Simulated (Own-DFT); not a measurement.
Simulation results for Si₄₇N₆₄ (beta silicon nitride with one vacancy, atoms displaced)

A calculation, not a measurement: plane-wave PBE density functional theory by an unreviewed code, no spin, of a simulated periodic cell, stress positive in tension, free energy of the whole cell less one offset for each atom, some atoms lie very close together, defect cell not probed for a lower state with spin; forces on such cells moved up to 12 meV/angstrom on a denser k mesh; offsets are fitted by least squares, one for each functional and potential file, so energies compare only between cells with the same atoms and settings and are not formation energies; the far tail of each file's local potential was reset to the Coulomb form; each entry is a single point on an unrelaxed cell, so the pressure reflects the starting lattice, mostly measured values (interpolated for alloys), from which strain is counted, and rises with the displacements; printed positions are rounded, which can move forces by about a meV/angstrom; the program, named Own-DFT, is a retired in-house code; no spin-orbit coupling; before rounding, a Quantum ESPRESSO 7.3.1 run of the same cell and cutoff gave forces within 1 meV/angstrom rms on each cell, which checks the program and not the settings. Program: Own-DFT development build.

Common to all runs: functional PBE; potential files PseudoDojo norm-conserving, scalar-relativistic, standard set; wave cutoff 42 hartree; occupations Fermi-Dirac; smearing width 0.1 eV; k mesh 2 x 2 x 4 centred on Gamma.

(1) Si₄₇N₆₄ (beta silicon nitride with one vacancy, atoms displaced)

```xyz
111
Lattice="15.2120 0.0000 0.0000 -7.6060 13.1740 0.0000 0.0000 0.0000 5.8180" Properties=species:S:1:pos:R:3 Si47N64
Si    -1.6542     5.0972     0.8940
Si     0.2129     2.6027     0.7769
Si     1.3632     5.4626     0.7651
Si     5.3537     1.4653     2.1852
Si     3.5602     3.7746     2.1116
Si     2.5448     1.1229     2.2680
N      2.4628     0.3454     0.6571
N      6.3920     2.1361     0.8019
N      2.6302     4.3319     0.6323
N      1.3510     6.4003     2.2875
N     -2.3912     4.5607     2.2489
N      1.1323     2.1339     2.1902
N     -0.1064     4.5882     0.6631
N      3.7882     2.1807     2.2705
Si    -1.5062     5.0204     3.7126
Si     0.1153     2.8033     3.5537
Si     1.3847     5.5641     3.6925
Si     5.4202     1.5494     5.2666
Si     3.5826     3.9823     5.1954
Si     2.4956     1.0587     5.1057
N      2.3746     0.2482     3.4529
N      6.2716     2.1647     3.6955
N      2.8139     4.4157     3.4884
N      1.3876     6.4792     5.1689
N     -2.5323     4.6171     5.2778
N      1.0023     2.2081     5.0833
N      0.0090     4.2993     3.6782
N      3.7726     2.2130     5.2913
Si    -5.5665    11.7678     0.7861
Si    -3.5894     9.3223     0.6863
Si    -2.5480    12.0354     0.6666
Si     1.5756     7.9469     2.0352
Si    -1.3532     7.6607     2.0143
N     -1.3296     6.7510     0.7291
N      2.4023     8.5792     0.6093
N     -1.1927    10.9622     0.6097
N     -2.3872    13.1076     2.0789
N     -6.2479    11.2583     2.2605
N     -2.9093     8.6705     2.1476
N     -3.8901    10.9516     0.7238
N      0.1044     8.9115     2.1689
Si    -5.4090    11.5947     3.6455
Si    -3.5988     9.2127     3.6556
Si    -2.3930    11.9941     3.5679
Si     1.6882     8.0382     5.3596
Si    -0.3092    10.5119     5.0976
Si    -1.4602     7.7018     5.0655
N     -1.4310     6.8104     3.5735
N      2.4172     8.6225     3.5974
N     -0.9481    10.9374     3.5952
N     -2.4146    13.0083     5.0790
N     -6.1623    11.1436     5.0971
N     -2.6550     8.6971     5.0586
N     -3.8921    11.0180     3.7062
N     -0.0227     8.8018     5.2110
Si     6.0855     5.1208     0.7901
Si     7.9467     2.6835     0.6874
Si     8.9868     5.5945     0.7940
Si    13.1133     1.5306     2.2064
Si    11.0921     4.0810     2.2333
Si     9.9531     1.2036     2.3014
N      9.9956     0.1411     0.8203
N     13.7579     1.9027     0.7838
N     10.4253     4.4028     0.7921
N      9.0083     6.3123     2.1313
N      5.1122     4.6318     2.1433
N      8.6066     2.2225     2.0964
N      7.6090     4.5331     0.6589
N     11.3488     2.1998     2.1866
Si     6.0229     5.1092     3.6613
Si     7.8652     2.6781     3.4014
Si     8.9773     5.6192     3.6714
Si    12.8958     1.4345     5.1683
Si    11.1994     3.9607     5.2186
Si    10.0539     1.1664     5.0273
N      9.9659     0.3315     3.5136
N     13.8381     1.8876     3.5821
N     10.5103     4.2889     3.5944
N      8.9562     6.3781     4.9726
N      5.1588     4.6924     5.1219
N      8.5116     2.2315     5.0771
N      7.5679     4.3917     3.7166
N     11.3842     2.2616     4.9550
Si     2.2591    11.8187     0.6789
Si     4.0008     9.2615     0.7140
Si     5.0767    11.9525     0.7362
Si     9.1716     8.0624     2.2347
Si     7.3923    10.5232     2.1866
Si     6.2676     7.6883     2.1571
N      6.2670     6.8284     0.7205
N     10.2529     8.5754     0.7922
N      6.5244    10.9077     0.7626
N      5.1750    12.9548     2.1259
N      1.3988    11.1182     2.2384
N      4.8903     8.7661     2.2190
N      3.8359    10.9063     0.6928
N      7.5584     8.8949     2.0451
Si     2.1867    11.6957     3.8168
Si     4.1930     9.3475     3.6649
Si     5.2769    12.1250     3.6014
Si     9.2031     8.1254     4.9560
Si     7.4690    10.6657     4.9439
Si     6.1680     7.7455     5.1894
N      6.1393     6.8236     3.6292
N      9.8726     8.5988     3.4092
N      6.5951    10.8957     3.6994
N      5.2313    13.1448     4.9817
N      1.4443    11.2624     5.1070
N      4.8895     8.7808     5.0685
N      3.7372    11.1353     3.6542
N      7.7497     8.8078     5.0147
```

- free energy of cell above offsets: 28.585 eV
- pressure: 13.7 GPa
- stress xx: -7.68 GPa
- stress yy: -15.93 GPa
- stress zz: -17.5 GPa
- stress yz: -1.78 GPa
- stress xz: -1.02 GPa
- stress xy: -1.19 GPa

Force:
```
element  x (eV/Å)  y (eV/Å)  z (eV/Å)
     Si    -0.331    -0.606    -3.028
     Si     0.587     1.148    -2.007
     Si    -1.522    -1.455     0.213
     Si     4.107     8.449     2.069
     Si    -0.045     4.396     0.271
     Si    -2.041     5.083    -8.501
      N    -1.169    -6.604     6.227
      N    -5.307    -2.749     0.402
      N    -0.169     1.071     3.768
      N     0.041    -3.344    -3.195
      N    -1.201     0.029     2.256
      N    -3.021     1.931    -0.167
      N      2.83    -4.223     0.937
      N     2.458    -1.114    -0.189
     Si    -3.591     1.139     0.696
     Si     3.818    -11.28     1.656
     Si     1.489    -4.531     1.266
     Si     1.409     1.928    -2.965
     Si     1.337    -1.681    -5.694
     Si    -1.815      6.13    -6.083
      N    -0.472     -7.68     10.84
      N    -3.248    -3.195    -1.058
      N    -1.793     1.482     3.879
      N    -0.021    -4.466    -0.305
      N     4.159     2.015    -1.962
      N    -0.074    -0.897    -0.606
      N     0.441     10.13     0.328
      N     1.683     0.447    -0.964
     Si     4.084    -0.448    -0.898
     Si     5.052     0.129     0.797
     Si     2.028    -1.069     0.315
     Si       0.6     8.533     4.804
     Si    -0.271     6.502     5.936
      N    -0.954    -0.568    -3.865
      N     10.32      5.32     14.71
      N    -1.118     0.858     0.228
      N    -1.145    -8.335     0.844
      N    -2.247    -0.444    -1.827
      N     2.571    -0.353      0.81
      N    -1.423     3.609     0.364
      N    -1.476    -2.976    -1.056
     Si     0.663     3.417     0.242
     Si     0.786     0.621    -2.134
     Si     1.657     -0.05     0.552
     Si    -10.39    -0.159    -19.47
     Si     2.208     0.216     0.121
     Si     6.013    -2.113     -0.37
      N     0.641    -1.871     0.661
      N     1.115    -1.021     0.709
      N    -2.414     1.749    -0.103
      N    -0.528     0.587    -1.191
      N    -0.482     1.837     0.505
      N    -7.561     4.351    -0.085
      N     3.732    -2.257     -0.56
      N     1.142    -2.093     0.194
     Si    -3.151    -2.031    -1.218
     Si    -2.782     4.099    -1.229
     Si    -0.359    -6.895    -8.216
     Si     -6.53    -1.156    -0.284
     Si     6.927    -5.629    -4.482
     Si     2.811     4.013    -9.129
      N     0.981     9.744    -1.458
      N     3.057      1.73    -2.966
      N    -4.234     3.202    -1.217
      N     0.285      6.33     6.048
      N     0.989     0.622     0.294
      N     3.467    -1.658    -0.895
      N     3.251    -1.702     0.909
      N     1.417     0.922    -0.538
     Si    -1.751    -2.099    -0.543
     Si    -3.802     2.798     8.174
     Si    -0.653    -10.14    -5.653
     Si      1.88     11.77    -0.766
     Si    -1.096    -1.874    -3.579
     Si    -2.182     1.588     1.707
      N    -0.546    -6.749     9.376
      N     1.636     1.647     3.809
      N    -6.599     4.967      9.21
      N     1.437     5.426     8.099
      N    -0.036     0.597     0.847
      N     4.863     -2.55     -3.89
      N     2.804     1.791    -1.629
      N     0.175    -1.508     1.709
     Si      -2.8    -10.34     2.815
     Si     1.418    -1.248     1.129
     Si     3.527     1.863    -0.691
     Si    -4.056    -0.474    -11.64
     Si    -0.472     0.447    -0.866
     Si    -0.339     2.995     1.557
      N    -0.158    -0.917     1.218
      N    -8.898    -4.753    -2.526
      N     0.497     2.017      -2.5
      N     0.765     0.347     0.178
      N     1.802     1.505    -0.155
      N    -0.994      0.32    -2.045
      N    -2.736     1.316     -0.22
      N     1.879    -4.917     0.738
     Si    -0.447      0.91    -8.283
     Si    -5.292     0.803    -1.828
     Si    -2.499    -1.322     0.049
     Si     2.501     0.389     2.658
     Si     0.705    -5.539     8.544
     Si     3.951     1.131    -4.227
      N      0.91     0.276     0.878
      N     7.356      3.49     11.43
      N    -4.368     3.261    -5.505
      N    -0.738    -13.07     1.027
      N    -3.731    -1.479     4.369
      N    -1.308     0.658     2.406
      N     5.368    -1.865     0.256
      N    -5.234     1.403     0.422
```

(2) Si₄₇N₆₄ (beta silicon nitride with one vacancy, atoms displaced)

```xyz
111
Lattice="15.2120 0.0000 0.0000 -7.6060 13.1740 0.0000 0.0000 0.0000 5.8180" Properties=species:S:1:pos:R:3 Si47N64
Si    -1.6095     5.2203     0.5356
Si     0.1829     2.7698     0.5848
Si     1.4067     5.3972     0.7882
Si     5.4830     1.6343     2.2698
Si     3.4739     3.8878     2.1789
Si     2.2067     1.2151     2.0673
N      2.3057     0.1343     0.7566
N      6.2060     1.8539     0.6891
N      2.7037     4.3645     0.7649
N      1.2129     6.3822     2.2158
N     -2.3892     4.6295     2.1651
N      1.0975     2.1008     2.1472
N     -0.0110     4.2668     0.6095
N      3.7163     2.2051     2.0666
Si    -1.5763     5.0477     3.5627
Si     0.2324     2.7639     3.5823
Si     1.3626     5.4713     3.7136
Si     5.3055     1.4511     5.0332
Si     3.6356     3.8897     5.1239
Si     2.4311     1.1254     5.0899
N      2.2852     0.2330     3.7043
N      6.2955     1.9280     3.6644
N      2.9267     4.4009     3.8313
N      1.2752     6.2646     5.0465
N     -2.3685     4.7089     5.1098
N      1.0996     2.1712     5.0569
N      0.0233     4.5244     3.6743
N      3.7779     2.1843     5.1542
Si    -5.4745    11.7121     0.6606
Si    -3.5043     9.2642     0.7308
Si    -2.4361    11.9066     0.7559
Si     1.5552     8.0540     2.2176
Si    -0.2467    10.4718     2.3444
Si    -1.3251     7.8086     2.2284
N     -1.4258     6.8536     0.6601
N      2.4588     8.5447     0.6137
N     -1.1286    10.9282     0.8397
N     -2.6212    13.0406     2.2117
N     -6.1207    11.1191     2.1623
N     -2.6320     8.6819     2.0710
N     -3.7918    10.9994     0.6548
N     -0.0188     8.8919     2.2546
Si    -5.4981    11.7108     3.6402
Si    -3.6163     9.2000     3.6996
Si    -2.3775    11.9561     3.4585
Si     1.5108     8.1087     5.1288
Si    -0.2787    10.4920     4.8312
Si    -1.4412     7.6979     5.0013
N     -1.5473     6.8578     3.7271
N      2.3896     8.6684     3.6386
N     -1.0863    11.0862     3.7058
N     -2.3105    13.0520     5.1735
N     -6.1531    11.0595     5.0712
N     -2.8548     8.7634     5.0388
N     -3.8454    11.0185     3.6909
N      0.0637     8.6879     5.1588
Si     5.8855     5.0482     0.7364
Si     8.0125     2.7985     0.6539
Si     8.9486     5.3670     0.9441
Si    12.9840     1.6418     2.1500
Si    11.1574     3.8700     2.1605
Si    10.0490     1.0432     2.3588
N      9.9863     0.1389     0.8288
N     13.7318     2.0257     0.7078
N     10.6329     4.4900     0.6732
N      8.9621     6.3012     2.1959
N      5.1906     4.6212     2.3860
N      8.7610     2.0261     2.1051
N      7.5147     4.3391     0.6095
N     11.3619     2.1438     2.1712
Si     6.1422     5.1000     3.5845
Si     9.1780     5.4696     3.6948
Si    12.9655     1.4284     5.1202
Si    11.2019     4.0052     5.2064
Si    10.0708     1.2264     5.1181
N      9.8362     0.2961     3.6317
N     13.8950     2.0023     3.6806
N     10.4216     4.4153     3.5806
N      8.9755     6.4074     5.1803
N      5.2099     4.5670     5.0070
N      8.5667     2.1072     5.2450
N      7.5881     4.4947     3.7054
N     11.4036     2.1246     5.2240
Si     2.2577    11.7373     0.6473
Si     4.1963     9.2946     0.8599
Si     5.2876    12.1113     0.7241
Si     9.0930     8.1406     2.1863
Si     7.3421    10.4780     2.2036
Si     6.1911     7.7128     2.2860
N      6.0878     6.6936     0.8012
N     10.0673     8.5700     0.7006
N      6.6299    10.7797     0.7224
N      5.2154    12.9329     2.0936
N      1.3439    11.2920     2.2484
N      4.6902     8.7026     2.2666
N      3.9165    10.9831     0.8281
N      7.7163     8.8577     2.1857
Si     2.2229    11.5578     3.7806
Si     3.9434     9.1825     3.5710
Si     5.1254    11.9805     3.5189
Si     9.1349     7.9809     5.1032
Si     7.4554    10.4565     5.0624
Si     6.1777     7.7941     5.2277
N      6.1466     6.7812     3.6959
N     10.0187     8.4990     3.5644
N      6.6814    11.0449     3.5595
N      5.2288    13.0196     5.0684
N      1.3663    11.3237     5.2555
N      4.8143     8.7034     5.0052
N      3.9597    10.8921     3.6673
N      7.5035     8.8349     5.0248
```

* free energy of cell above offsets: 24.232 eV
* pressure: 13.68 GPa
* stress xx: -10.96 GPa
* stress yy: -16.72 GPa
* stress zz: -13.36 GPa
* stress yz: -2.88 GPa
* stress xz: -2.02 GPa
* stress xy: 5.43 GPa

Force:
```
element  x (eV/Å)  y (eV/Å)  z (eV/Å)
     Si     2.972    -2.031     7.585
     Si      0.77    -8.955     1.179
     Si    -2.896     0.189    -2.158
     Si    -2.087    -1.542      -3.1
     Si     3.413     -0.21     3.598
     Si     14.32    -9.727     2.223
      N    -0.123     3.638    -1.651
      N       1.1     2.156       1.2
      N     1.452     0.577    -0.291
      N     1.084     -0.42    -0.091
      N    -0.738    -0.352    -1.763
      N    -14.63     11.44     0.166
      N    -0.943     10.19     1.273
      N     0.579    -0.483      0.84
     Si    -1.105     1.503     1.032
     Si     0.994    -1.369     0.795
     Si      3.22    -3.026    -3.411
     Si     3.273     4.256     0.655
     Si     2.335    -1.577     3.224
     Si     0.297     0.229     0.896
      N    -0.182    -0.519    -2.797
      N    -0.685     0.239      1.43
      N    -6.285     3.169    -7.511
      N     0.931     5.478     6.058
      N    -3.904    -2.618    -5.881
      N    -2.538     1.743    -0.235
      N      -0.8    -3.957     -1.28
      N     -0.49    -0.088     -0.34
     Si     2.143    -4.334     2.041
     Si    -2.415      0.81    -0.261
     Si    -0.142     5.676    -0.684
     Si      1.24     3.165    -1.977
     Si     1.628      4.73    -6.005
     Si      1.34    -3.565    -1.015
      N     0.868     0.877     1.882
      N     0.578     -0.23     4.004
      N     3.187    -1.754    -1.033
      N     1.565    -1.044    -1.293
      N    -2.615     0.165    -0.337
      N     -5.48     3.543     2.446
      N    -2.338    -1.649      0.35
      N     1.907    -4.925     0.441
     Si     2.531     -0.43    -1.226
     Si    -2.135     2.418    -4.598
     Si    -6.831     5.194     3.499
     Si      5.56    -2.639    -1.142
     Si     5.253    -3.103     13.42
     Si     0.666     4.755     6.063
      N     0.797    -4.394    -7.468
      N      -3.1     -2.23     0.017
      N     0.766    -0.966    -4.928
      N    -0.841    -7.449    -1.277
      N    -1.599     0.534    -0.111
      N     3.407    -1.478     2.265
      N     1.329    -1.787    -0.759
      N    -6.948     4.112     -1.55
     Si     0.437    -2.868     0.414
     Si    -5.193     -3.19      6.75
     Si    -0.406    -2.081    -7.212
     Si     0.439    -1.711     1.895
     Si      2.85    -0.695     0.688
     Si     0.915     3.707    -9.412
      N     1.599     3.845    -1.289
      N     2.907     0.488     -0.48
      N    -7.629     4.048     8.315
      N     0.521     4.504     3.625
      N    -3.421    -1.527     -6.99
      N    -2.911     3.609    -2.399
      N     1.588     3.956     1.559
      N     1.211       1.1     0.888
     Si     -2.72    -0.055      3.53
     Si     -5.82     -0.83      1.05
     Si     1.109     5.096    -1.076
     Si     4.666    -5.047    -10.09
     Si    -5.232    -2.103     1.398
      N     1.009    -7.286     9.563
      N    -1.465    -0.247    -1.141
      N     2.021    -0.655     2.566
      N     0.412    -5.161     0.462
      N    -0.233     0.446     3.041
      N     5.303      -3.1    -5.498
      N     6.371     -0.34    -0.211
      N     2.228      4.15    -1.106
     Si     2.332    -2.865     7.529
     Si    -4.171     0.778    -6.748
     Si    -0.655    -4.324    -2.927
     Si     6.987    -2.265    -1.819
     Si      4.43     0.987    -1.893
     Si     0.636    -0.239    -0.483
      N     0.795     4.549     0.424
      N    -1.149    -0.992     0.567
      N    -2.534     3.241    -1.037
      N     0.432     3.966     3.499
      N    -0.066    -1.263     1.073
      N     5.231    -3.131    -1.829
      N     -0.87     0.675    -0.942
      N    -7.702     -1.83     0.087
     Si     0.381     2.228    -3.199
     Si     0.721      1.76      5.76
     Si     4.049      1.95      1.64
     Si     1.711     6.405    -0.145
     Si    -0.786     2.078    -0.404
     Si     0.355    -2.743    -2.497
      N     0.469     2.436     0.861
      N    -0.183    -0.813     1.965
      N    -2.405     1.356     3.248
      N    -0.068    -5.379    -1.299
      N    -4.212    -3.289    -6.574
      N    -1.429     1.155     2.679
      N    -5.142    -0.052     0.623
      N     2.629    -4.361     0.592
```
